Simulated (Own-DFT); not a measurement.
SiC (4H silicon carbide, atoms displaced) (calculated)

Computed with Own-DFT development build. A calculation, not a measurement: plane-wave PBE density functional theory by an unreviewed code, no spin, of a simulated periodic cell, stress positive in tension, free energy of the whole cell less one offset for each atom, forces on such cells passed a denser k mesh, this cell's mesh not checked; offsets are fitted by least squares, one for each functional and potential file, so energies compare only between cells with the same atoms and settings and are not formation energies; the far tail of each file's local potential was reset to the Coulomb form; each entry is a single point on an unrelaxed cell, so the pressure reflects the starting lattice, mostly measured values (interpolated for alloys), from which strain is counted, and rises with the displacements; printed positions are rounded, which can move forces by about a meV/angstrom; the program, named Own-DFT, is a retired in-house code; no spin-orbit coupling.

Common to all runs: functional PBE; potential files PseudoDojo norm-conserving, scalar-relativistic, standard set; wave cutoff 42 hartree; occupations Fermi-Dirac; smearing width 0.1 eV; hardware one NVIDIA H100; k mesh 4 x 4 x 3 centred on Gamma.

(1) SiC (4H silicon carbide, atoms displaced)

```
CELL_PARAMETERS angstrom
9.24810 0.00000 0.00000
-4.62410 8.00910 0.00000
0.00000 0.00000 10.06810
ATOMIC_POSITIONS crystal
Si 0.99815 0.00121 0.41348
Si 0.09931 0.22225 0.15723
C 0.00504 0.00372 0.08714
C 0.10941 0.21080 0.34553
Si 0.00814 0.34372 0.39527
Si 0.10090 0.54783 0.15416
C 0.99982 0.33511 0.09495
C 0.11761 0.57016 0.33519
Si 0.98834 0.66888 0.40978
Si 0.11148 0.88240 0.15170
C 0.00617 0.67273 0.09293
C 0.11259 0.88572 0.35316
Si 0.33583 0.00814 0.41371
Si 0.45474 0.24331 0.16473
C 0.34158 0.00903 0.08367
C 0.44666 0.23045 0.34586
Si 0.33592 0.32443 0.41323
Si 0.43895 0.54640 0.15692
C 0.33140 0.34884 0.09308
C 0.45182 0.55909 0.33419
Si 0.33570 0.66147 0.41441
Si 0.43789 0.89044 0.15716
C 0.33489 0.66521 0.08397
C 0.44371 0.89839 0.34842
Si 0.67744 0.01340 0.39205
Si 0.78201 0.22298 0.14692
C 0.66302 0.00717 0.10365
C 0.79735 0.22456 0.34408
Si 0.67526 0.32992 0.41481
Si 0.77556 0.55740 0.15886
C 0.66780 0.33617 0.09811
C 0.76785 0.54151 0.34940
Si 0.67363 0.67102 0.40840
Si 0.76357 0.88562 0.15653
C 0.66235 0.66725 0.09186
C 0.76478 0.89090 0.34299
Si 0.99105 0.97267 0.90767
Si 0.85552 0.76288 0.65977
C 0.00173 0.99908 0.58798
C 0.89269 0.77839 0.84787
Si 0.00371 0.66783 0.90813
Si 0.89033 0.44993 0.65121
C 0.98865 0.66553 0.59031
C 0.87863 0.42510 0.84065
Si 0.00409 0.33562 0.90662
Si 0.88335 0.10462 0.65288
C 0.99505 0.34345 0.58726
C 0.89451 0.11037 0.84519
Si 0.65955 0.99788 0.90665
Si 0.56334 0.77813 0.65592
C 0.65146 0.99116 0.58828
C 0.54998 0.78122 0.84034
Si 0.65372 0.65888 0.89881
Si 0.56074 0.45460 0.66651
C 0.67345 0.68167 0.59453
C 0.55742 0.44208 0.85031
Si 0.65722 0.33347 0.89887
Si 0.55040 0.11155 0.64904
C 0.64930 0.31625 0.58903
C 0.54671 0.10141 0.84499
Si 0.33636 0.98779 0.91189
Si 0.21736 0.77790 0.65563
C 0.34396 0.00996 0.58969
C 0.22099 0.77523 0.85164
Si 0.34879 0.66625 0.90285
Si 0.22765 0.45110 0.65612
C 0.34011 0.66350 0.58300
C 0.21964 0.45069 0.83939
Si 0.33975 0.33908 0.90115
Si 0.23243 0.10801 0.66044
C 0.33874 0.33482 0.58866
C 0.21704 0.11700 0.84220
```

| Quantity | Value |
| --- | --- |
| free energy of cell above offsets | -1.342 eV |
| pressure | 6.72 GPa |
| stress xx | -4.86 GPa |
| stress yy | -6.84 GPa |
| stress zz | -8.46 GPa |
| stress yz | -1.2 GPa |
| stress xz | -0.09 GPa |
| stress xy | -0.42 GPa |
| wall time | 356.2 s |

Force:
```tsv
element	x (eV/Å)	y (eV/Å)	z (eV/Å)
Si	0.051	-1.28	-2.619
Si	3.027	-0.771	-0.144
C	-0.953	-1.374	1.867
C	-0.281	2.389	-0.37
Si	1.638	0.334	2.017
Si	1.73	2.764	-0.382
C	-0.475	-0.339	-1.22
C	-0.081	-1.28	1.765
Si	2.135	-0.39	-1.355
Si	-0.021	3.106	1.691
C	-1.164	-2.274	-0.103
C	-1.259	0.902	-1.556
Si	0.107	-0.91	-2.846
Si	-1.112	-2.367	-1.871
C	-1.05	-0.021	3.986
C	2.037	-1.364	0.37
Si	-1.759	2.14	-2.511
Si	-0.646	4.077	-0.474
C	0.845	-4.144	-1.146
C	-0.505	-0.809	3.645
Si	-0.274	1.596	-5.633
Si	0.046	-0.411	0.549
C	-0.367	0.143	1.893
C	0.737	-0.646	-0.724
Si	-2.567	-2.213	2.788
Si	-1.415	0.889	2.03
C	0.37	-1.752	-2.401
C	-3.095	1.241	-1.696
Si	-0.934	-0.988	-2.622
Si	0.379	0.311	-0.505
C	0.298	0.623	-1.4
C	0.247	2.507	-0.423
Si	-1.703	-0.593	-1.731
Si	1.896	0.647	-0.381
C	0.155	-0.481	-0.474
C	3.641	-1.231	-0.05
Si	-0.876	7.718	0.27
Si	9.563	5.672	1.812
C	-0.472	-0.558	3.102
C	-1.598	-5.338	-2.379
Si	-0.338	-1.97	-0.439
Si	-0.557	-1.765	0.724
C	-0.126	0.603	1.715
C	-0.689	2.737	0.216
Si	-0.146	-1.477	-0.646
Si	-0.246	1.41	0.128
C	2.274	-1.116	-0.029
C	-0.825	-1.228	0.098
Si	1.708	1.677	0.474
Si	-3.715	1.396	-0.893
C	1.837	1.503	-0.104
C	3.083	-0.135	-0.787
Si	1.531	2.414	2.894
Si	-0.289	-2.282	-3.129
C	-4.16	-5.253	-1.955
C	-1.616	1.308	-2.092
Si	3.542	-2.463	2.453
Si	2.269	-1.897	2.565
C	0.89	4.583	2.257
C	0.194	1.593	-1.237
Si	-2.257	2.139	-2.241
Si	0.628	0.128	-0.135
C	-1.831	-2.541	1.673
C	0.83	-0.758	-2.143
Si	-4.46	-0.916	1.013
Si	-1.064	-1.662	-1.408
C	-0.873	0.598	5.002
C	1.941	-0.17	0.331
Si	-2.752	-1.745	1.455
Si	-2.557	0.75	-0.549
C	-0.32	0.502	3.298
C	1.795	-1.488	0.722
```

(2) SiC (4H silicon carbide, atoms displaced)

```
CELL_PARAMETERS angstrom
9.24810 0.00000 0.00000
-4.62410 8.00910 0.00000
0.00000 0.00000 10.06810
ATOMIC_POSITIONS crystal
Si 0.00061 0.00981 0.40932
Si 0.10903 0.23026 0.15384
C 0.00310 0.99905 0.10091
C 0.11348 0.22062 0.33730
Si 0.99983 0.33051 0.40303
Si 0.09964 0.55853 0.15657
C 0.99307 0.32148 0.09774
C 0.10563 0.54393 0.34253
Si 0.00536 0.66740 0.40438
Si 0.12205 0.89316 0.14474
C 0.00339 0.67970 0.09944
C 0.10698 0.89032 0.34147
Si 0.33734 0.99310 0.41582
Si 0.43492 0.21794 0.14439
C 0.31642 0.98781 0.10347
C 0.44879 0.22253 0.35008
Si 0.32009 0.33362 0.39274
Si 0.44245 0.55953 0.16177
C 0.33268 0.33024 0.10188
C 0.42718 0.55457 0.34288
Si 0.32899 0.66753 0.40411
Si 0.46065 0.90145 0.15832
C 0.33549 0.67418 0.08624
C 0.45220 0.89131 0.35144
Si 0.66206 0.00872 0.41791
Si 0.77826 0.22273 0.14656
C 0.66943 0.99991 0.09742
C 0.77521 0.22271 0.34993
Si 0.68334 0.34706 0.40916
Si 0.78268 0.55798 0.16787
C 0.67167 0.34368 0.09544
C 0.78164 0.55792 0.35500
Si 0.66047 0.67794 0.40840
Si 0.76910 0.88474 0.15473
C 0.66904 0.66734 0.10850
C 0.78652 0.89828 0.33816
Si 0.99516 0.99943 0.90814
Si 0.89127 0.78135 0.66716
C 0.99736 0.98885 0.59507
C 0.87721 0.77647 0.85579
Si 0.00369 0.66715 0.91129
Si 0.90371 0.45591 0.66520
C 0.00073 0.66198 0.58730
C 0.89759 0.44362 0.85024
Si 0.00034 0.33000 0.90183
Si 0.89114 0.11737 0.65701
C 0.00581 0.34185 0.59017
C 0.89127 0.12045 0.83636
Si 0.66676 0.00884 0.90654
Si 0.56001 0.76783 0.65416
C 0.66906 0.00444 0.60156
C 0.56128 0.78199 0.84318
Si 0.66396 0.66617 0.90125
Si 0.55957 0.43886 0.65594
C 0.67387 0.66356 0.58758
C 0.55088 0.44392 0.85293
Si 0.66750 0.33114 0.91126
Si 0.54379 0.11700 0.66286
C 0.66121 0.31123 0.59563
C 0.56832 0.13009 0.83613
Si 0.34539 0.01492 0.91611
Si 0.21369 0.76926 0.65981
C 0.33135 0.00378 0.58127
C 0.22858 0.78096 0.83109
Si 0.32608 0.66537 0.90387
Si 0.22140 0.44162 0.66225
C 0.33043 0.66714 0.58881
C 0.21993 0.44454 0.84355
Si 0.33786 0.33629 0.90439
Si 0.22869 0.10871 0.64817
C 0.33486 0.33682 0.59190
C 0.23751 0.12174 0.85015
```

| Item | Value |
| --- | --- |
| free energy of cell above offsets | -2.736 eV |
| pressure | 6.05 GPa |
| stress xx | -5.09 GPa |
| stress yy | -6.21 GPa |
| stress zz | -6.85 GPa |
| stress yz | 0.41 GPa |
| stress xz | 0.06 GPa |
| stress xy | -0.83 GPa |
| wall time | 354.2 s |

Force:
```tsv
element	x (eV/Å)	y (eV/Å)	z (eV/Å)
Si	1.296	-2.242	-1.105
Si	2.139	-2.63	0.469
C	-1.416	0.755	-2.047
C	-2.51	-0.026	0.77
Si	-0.221	-0.573	0.542
Si	2.51	-0.431	-0.137
C	-0.852	3.08	-2.284
C	-0.507	2.179	-0.481
Si	-0.761	0.723	-0.402
Si	-6.715	-1.763	5.233
C	0.056	-2.664	-1.446
C	1.566	-0.01	0.382
Si	-1.813	1.536	-5.89
Si	1.833	0.318	4.214
C	7.871	4.542	-3.573
C	-0.408	0.394	-1.404
Si	4.036	0.032	2.618
Si	0.219	-0.231	-1.485
C	-1.692	1.776	-2.184
C	2.187	0.778	0.401
Si	-0.484	-0.059	0.506
Si	-2.624	-2.416	1.104
C	-0.455	-0.422	1.698
C	-0.939	-0.732	-1.474
Si	2.237	-0.432	-0.719
Si	-0.905	-0.048	3.211
C	-0.567	1.33	-2.232
C	0.829	0.425	-1.733
Si	-2.217	-2.944	0.439
Si	-1.087	0.81	-0.201
C	0.092	-1.955	-0.544
C	-0.83	1.342	-1.217
Si	1.514	-0.891	-1.694
Si	2.708	0.864	1.054
C	-0.726	-0.982	-2.13
C	-2.114	-0.307	1.992
Si	0.793	1.364	0.72
Si	0.275	-1.494	-1.81
C	-0.497	2.659	0.514
C	3.102	0.343	-1.746
Si	-0.363	0.486	-0.426
Si	-1.144	-2.545	-1.628
C	-0.825	1.056	2.326
C	-1.734	1.17	-0.019
Si	0.674	0.512	1.625
Si	0.225	-0.358	-1.53
C	0.318	-1.095	0.806
C	0.396	-1.705	2.166
Si	1.05	-0.986	-1.154
Si	-1.713	1.676	-0.04
C	-0.615	-1.015	0.069
C	-1.221	-0.254	0.192
Si	-1.297	-0.567	2.973
Si	-0.515	-0.199	-0.489
C	-0.459	-0.164	2.207
C	2.103	0.631	-1.862
Si	-0.099	2.978	-0.344
Si	2.019	-3.472	-2.414
C	0.156	5.958	-0.231
C	-0.782	-2.777	3.929
Si	-0.178	-1.781	-1.726
Si	1.056	1.38	-3.758
C	0.912	-1.607	6.169
C	-1.265	0.85	4.629
Si	1.627	0.702	-0.472
Si	0.397	0.687	-2.334
C	0.792	-0.306	1.353
C	0.625	-0.059	1.012
Si	-1.668	0.318	1.577
Si	-1.792	1.185	1.187
C	-0.093	-0.539	-0.22
C	-1.512	-2.162	-1.499
```

(3) SiC (4H silicon carbide, atoms displaced)

```
CELL_PARAMETERS angstrom
9.24810 0.00000 0.00000
-4.62410 8.00910 0.00000
0.00000 0.00000 10.06810
ATOMIC_POSITIONS crystal
Si 0.99207 0.99804 0.41069
Si 0.11840 0.24216 0.15971
C 0.99824 0.00041 0.09696
C 0.10682 0.21374 0.35208
Si 0.00106 0.33412 0.40394
Si 0.10452 0.55853 0.14096
C 0.99979 0.33014 0.08995
C 0.10706 0.54649 0.34349
Si 0.99073 0.66407 0.40599
Si 0.10377 0.88055 0.16176
C 0.99690 0.65191 0.08441
C 0.12244 0.88343 0.33565
Si 0.32702 0.00998 0.40465
Si 0.44656 0.22368 0.15187
C 0.33511 0.00564 0.10709
C 0.44015 0.23331 0.34718
Si 0.33278 0.34137 0.39714
Si 0.43915 0.54962 0.15988
C 0.33611 0.34516 0.09579
C 0.44030 0.55544 0.34212
Si 0.33173 0.67822 0.40893
Si 0.45193 0.89219 0.15491
C 0.32293 0.66225 0.08772
C 0.44263 0.89271 0.35012
Si 0.66360 0.00155 0.41548
Si 0.77572 0.23202 0.15219
C 0.65558 0.00643 0.07904
C 0.76808 0.21638 0.33220
Si 0.66984 0.33077 0.40107
Si 0.78090 0.55121 0.16423
C 0.67239 0.34015 0.08306
C 0.77649 0.55544 0.34037
Si 0.65996 0.67301 0.40441
Si 0.77282 0.87829 0.14936
C 0.65606 0.64619 0.09907
C 0.78876 0.89677 0.34790
Si 0.00191 0.98627 0.90628
Si 0.88970 0.77747 0.65489
C 0.99519 0.99743 0.60508
C 0.89795 0.78362 0.84169
Si 0.00467 0.67089 0.90523
Si 0.88879 0.44288 0.66612
C 0.97674 0.63855 0.61106
C 0.87813 0.43050 0.84773
Si 0.99434 0.33106 0.90172
Si 0.89405 0.11091 0.65310
C 0.98583 0.33467 0.59921
C 0.88846 0.10965 0.84481
Si 0.65937 0.99273 0.90494
Si 0.56181 0.78366 0.66431
C 0.66641 0.99685 0.59008
C 0.55471 0.77501 0.84598
Si 0.66185 0.65421 0.90167
Si 0.56356 0.44815 0.65437
C 0.66058 0.66303 0.59435
C 0.54459 0.44187 0.85230
Si 0.67499 0.33759 0.90121
Si 0.56232 0.11056 0.65105
C 0.65577 0.33184 0.60189
C 0.54474 0.10487 0.84306
Si 0.33338 0.00608 0.91396
Si 0.22331 0.78688 0.66611
C 0.34021 0.00498 0.58755
C 0.22148 0.78350 0.84572
Si 0.31953 0.65424 0.90450
Si 0.22210 0.44337 0.66428
C 0.32281 0.66037 0.59818
C 0.22411 0.45137 0.83827
Si 0.34965 0.33461 0.91030
Si 0.21983 0.10874 0.65272
C 0.33613 0.33045 0.59234
C 0.23708 0.12307 0.84381
```

| Quantity | Value |
| --- | --- |
| free energy of cell above offsets | -3.053 eV |
| pressure | 6.24 GPa |
| stress xx | -4.64 GPa |
| stress yy | -7.15 GPa |
| stress zz | -6.93 GPa |
| stress yz | 0.37 GPa |
| stress xz | 0.29 GPa |
| stress xy | -0.09 GPa |
| wall time | 360.3 s |

Force:
```tsv
element	x (eV/Å)	y (eV/Å)	z (eV/Å)
Si	2.921	0.143	0.178
Si	0.362	-3.466	-0.092
C	0.663	-0.242	-0.403
C	-0.41	1.748	-1.292
Si	-0.954	-0.775	1.046
Si	3.031	-2.212	3.337
C	-1.302	1.058	-0.097
C	-0.822	2.051	-0.976
Si	2.194	-0.77	1.088
Si	0.341	0.957	-2.703
C	-3.231	3.105	1.151
C	-3.283	-0.62	3.495
Si	2.366	-0.233	-0.164
Si	-0.374	1.295	1.364
C	-0.401	-1.458	-2.012
C	2.057	-0.831	-1.579
Si	-0.263	-0.845	3.053
Si	-0.766	2.348	-0.646
C	0.645	-2.77	-0.527
C	-0.752	1.852	0.479
Si	-0.044	-2.123	0.379
Si	-1.81	-0.884	0.655
C	1.539	0.898	1.012
C	0.506	0.813	-1.19
Si	0.343	-0.363	-3.514
Si	1.181	-1.906	-1.406
C	2.457	-0.392	3.422
C	1.076	0.394	2.347
Si	-1.816	0.505	1.502
Si	-0.782	0.046	-2.973
C	-0.915	-0.567	1.894
C	-0.632	0.126	1.934
Si	1.198	-0.778	0.26
Si	-0.685	1.233	0.604
C	0.53	2.451	-1.095
C	-3.203	-1.773	-1.232
Si	-1.124	4.479	0.996
Si	-0.469	-1.602	0.577
C	1.638	-0.361	-2.671
C	-1.026	-3.206	0.037
Si	-0.676	-1.28	-1.056
Si	-1.771	-4.071	0.211
C	0.628	7.686	-3.62
C	1.874	3.345	-0.679
Si	1.832	-0.917	0.567
Si	-2.206	0.904	1.852
C	3.143	-1.253	-1.522
C	0.314	-0.989	-0.424
Si	0.283	1.271	-1.797
Si	-1.419	-1.834	-1.498
C	0.733	0.684	2.054
C	-0.096	-0.768	0.505
Si	-0.114	2.584	1.729
Si	-3.089	-1.022	0.956
C	0.629	1.494	-0.198
C	5.249	1.307	-3.346
Si	-3.211	-2.451	0.526
Si	-1.858	0.147	1.531
C	3.485	-0.385	-1.986
C	1.69	0.883	-0.46
Si	0.446	-0.554	-0.042
Si	0.254	-1.588	-2.419
C	-1.423	-1.07	0.965
C	0.492	-0.082	1.273
Si	1.098	2.995	-0.024
Si	-0.094	-0.442	-3.253
C	0.748	1.788	-0.038
C	0.012	-2.761	2.488
Si	-5.692	-1.064	0.674
Si	1.462	1.323	0.858
C	-1.221	0.836	-0.216
C	-1.484	-2.045	0.152
```

(4) SiC (4H silicon carbide, atoms displaced)

```
CELL_PARAMETERS angstrom
9.24810 0.00000 0.00000
-4.62410 8.00910 0.00000
0.00000 0.00000 10.06810
ATOMIC_POSITIONS crystal
Si 0.00682 0.99560 0.40806
Si 0.11269 0.23231 0.14935
C 0.99989 0.00305 0.09370
C 0.11127 0.21798 0.35810
Si 0.00075 0.33524 0.40765
Si 0.11084 0.54518 0.14822
C 0.00633 0.33929 0.09637
C 0.10975 0.54861 0.35089
Si 0.98743 0.65984 0.40844
Si 0.10211 0.88813 0.15452
C 0.98608 0.64656 0.09174
C 0.11277 0.87836 0.33830
Si 0.33605 0.00487 0.41125
Si 0.42884 0.22177 0.15515
C 0.33331 0.99592 0.10718
C 0.44330 0.21971 0.34450
Si 0.33048 0.33653 0.40755
Si 0.44020 0.55931 0.15394
C 0.34138 0.33936 0.09557
C 0.43356 0.55719 0.33985
Si 0.34934 0.67397 0.40932
Si 0.44270 0.88092 0.15817
C 0.33594 0.67080 0.09235
C 0.45344 0.88432 0.34092
Si 0.66215 0.99457 0.40707
Si 0.76327 0.21760 0.15727
C 0.65750 0.99791 0.08933
C 0.77534 0.22579 0.34647
Si 0.65297 0.33044 0.39979
Si 0.79234 0.56473 0.15682
C 0.65935 0.33659 0.09155
C 0.77073 0.55855 0.34269
Si 0.66825 0.67592 0.40585
Si 0.77855 0.89373 0.16020
C 0.67769 0.67386 0.08836
C 0.78270 0.88961 0.33510
Si 0.99915 0.99871 0.90610
Si 0.89505 0.78960 0.65991
C 0.98875 0.99564 0.60092
C 0.88538 0.77753 0.84266
Si 0.99192 0.66548 0.90232
Si 0.88688 0.44327 0.65913
C 0.00133 0.66675 0.59131
C 0.87409 0.44047 0.85532
Si 0.98959 0.33159 0.90680
Si 0.88858 0.11030 0.65144
C 0.00330 0.32457 0.59107
C 0.88155 0.10869 0.85369
Si 0.66690 0.00839 0.89371
Si 0.55182 0.77117 0.66799
C 0.67947 0.01794 0.59804
C 0.55426 0.77488 0.83876
Si 0.65106 0.66167 0.91485
Si 0.55097 0.43949 0.66641
C 0.67406 0.67191 0.60176
C 0.55649 0.45126 0.84080
Si 0.65887 0.32007 0.90709
Si 0.55278 0.10853 0.65158
C 0.66750 0.33253 0.59293
C 0.55841 0.10584 0.84054
Si 0.33448 0.99649 0.90598
Si 0.22195 0.79142 0.65064
C 0.34344 0.00049 0.58696
C 0.21104 0.77441 0.84426
Si 0.33139 0.65436 0.89866
Si 0.21467 0.44181 0.64743
C 0.33673 0.66007 0.58978
C 0.21881 0.44705 0.83257
Si 0.33024 0.32916 0.90321
Si 0.23040 0.10383 0.65521
C 0.32767 0.33177 0.59903
C 0.22814 0.10241 0.84158
```

| Quantity | Value |
| --- | --- |
| free energy of cell above offsets | -4.806 eV |
| pressure | 5.77 GPa |
| stress xx | -5.1 GPa |
| stress yy | -5.66 GPa |
| stress zz | -6.55 GPa |
| stress yz | 0.11 GPa |
| stress xz | -0.72 GPa |
| stress xy | -0.31 GPa |
| wall time | 352.2 s |

Force:
```tsv
element	x (eV/Å)	y (eV/Å)	z (eV/Å)
Si	-0.959	-0.17	-0.181
Si	1.274	-1.755	2.212
C	-0.092	0.67	-0.204
C	-0.551	0.23	-2.599
Si	-0.248	-1.117	-0.328
Si	-0.898	3.189	2.903
C	-1.607	-2.718	-1.707
C	-0.103	1.901	-1.416
Si	1.956	-0.226	-0.914
Si	1.768	-1.059	-0.182
C	3.429	3.83	-1.166
C	-0.715	1.039	2.005
Si	0.591	-1.674	-3.693
Si	3.736	-0.836	0.959
C	-1.239	0.088	-2.403
C	-2.309	0.122	-0.371
Si	0.747	-0.125	0.579
Si	1.932	0.49	0.337
C	-2.914	0.154	-1.621
C	3.09	-0.748	0.152
Si	-3.446	-1.105	-0.305
Si	-0.362	1.591	-0.332
C	-0.461	-1.677	-1.458
C	-1.918	0.776	1.144
Si	1.612	1.931	0.108
Si	0.691	0.606	0.049
C	1.036	0.269	-0.152
C	-0.003	-0.783	-0.429
Si	2.509	1.402	1.375
Si	-4.42	-2.707	0.323
C	0.092	-0.749	0.857
C	0.2	-0.561	0.147
Si	-0.236	-1.323	0.657
Si	-0.466	-0.051	-3.116
C	-1.315	-0.392	2.729
C	-0.33	0.688	3.176
Si	-0.087	-0.391	-0.017
Si	-0.157	-3.277	0.149
C	3.079	1.304	-1.897
C	-0.597	0.123	1.061
Si	-0.279	-0.266	0.992
Si	0.424	-0.324	-0.106
C	-0.726	0.609	0.991
C	1.752	0.207	-2.389
Si	1.071	0.55	-0.027
Si	0.382	1.071	2.226
C	-2.359	1.184	0.648
C	2.075	1.021	-2.267
Si	1.078	-3.362	3.053
Si	0.753	0.714	-4.26
C	-1.586	-3.702	-1.256
C	-0.947	0.623	3.423
Si	2.427	1.16	-2.597
Si	0.367	1.19	-3.294
C	-0.986	-0.719	-1.39
C	-0.089	-2.048	2.742
Si	-1.623	1.831	0.465
Si	1.763	1.841	0.677
C	-1.186	0.044	-0.011
C	-3.038	0.619	-0.929
Si	0.533	-0.959	1.7
Si	1.536	-3.742	1
C	-1.514	0.209	1.187
C	1.762	0.198	-0.723
Si	-1.559	2.577	0.794
Si	1.205	0.264	0.912
C	-0.978	1.904	1.259
C	-0.121	-2.299	1.653
Si	0.109	0.581	-0.551
Si	-2.511	1.415	-0.047
C	1.496	-0.495	-0.792
C	-1.541	1.144	0.485
```
